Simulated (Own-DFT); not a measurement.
# Biaxial strain at fixed height in wurtzite AlGaN with randomly placed atoms, 96 atoms (Al12Ga36N48)

Source: density functional calculations with Own-DFT, an unreviewed in-house program that is no longer used. Nothing was measured or relaxed, and spin and spin-orbit coupling are left out.

Settings: PBE; PseudoDojo norm-conserving scalar-relativistic files (stringent for Ga); cutoff 96 hartree; 3 x 4 x 3 k mesh centred on Gamma; Gaussian smearing of 0.01 eV.

Known weak points: k mesh not checked against a denser one; stress not checked against mesh or cutoff.

Unstrained cell vectors in Å: (12.679, 0.000, 0.000); (-4.755, 8.235, 0.000); (0.000, 0.000, 10.268). The unstrained cell has measured lattice constants (interpolated for alloys), not those of this functional. That, the random moves and any unrelaxed bonds set the pressure at no strain. Each run strains x and y alike by e, as a substrate would, and holds the height along z. All atoms carry random offsets, Gaussian with a width of 0.05 Å per axis. The random placing of the alloy's atoms differs from row to row. Stress is positive in tension.

| e (%) | u (Å) | (s_xx + s_yy)/2 (GPa) | s_zz (GPa) |
|---|---|---|---|
| -2.00 | 0.049 | -17.88 | -10.78 |
| -1.00 | 0.049 | -11.75 | -9.80 |
| -0.75 | 0.049 | ? | ? |
| -0.50 | 0.050 | -9.19 | -8.85 |
| -0.25 | 0.051 | -7.26 | -9.89 |
| 0.50 | 0.049 | -3.01 | -8.08 |
| 0.75 | 0.051 | -2.56 | -6.63 |
| 1.00 | 0.051 | -2.11 | -6.15 |
| 1.75 | 0.048 | 1.70 | -5.12 |
| 2.25 | 0.051 | 3.54 | -3.69 |

## Worked fit

With e as a fraction, the in-plane stress is -6.2 + 513 e - 3689 e² GPa (errors 12 and 860, scatter 0.44), and s_zz is -8.1 + 172 e GPa (slope ± 19, scatter 0.71). At e = 0 the first slope is C11 + C12 and the second 2 C13, both with the ions held to the strained lattice and at the cell's own pressure. The term in e² is negative: the layer stiffens under compression and softens under tension. A free layer would change its height as e changes, and the in-plane slope would drop by 2 C13²/C33 to the biaxial modulus. At fixed height, a misfit of 1 % moves the in-plane stress by about 5.1 GPa and s_zz by 1.7 GPa.

## The run left out

Question: what are the two stresses at e = -0.75 %?

From the fit: -10.2 and -9.4 GPa. Computed: -10.77 and -9.12 GPa.
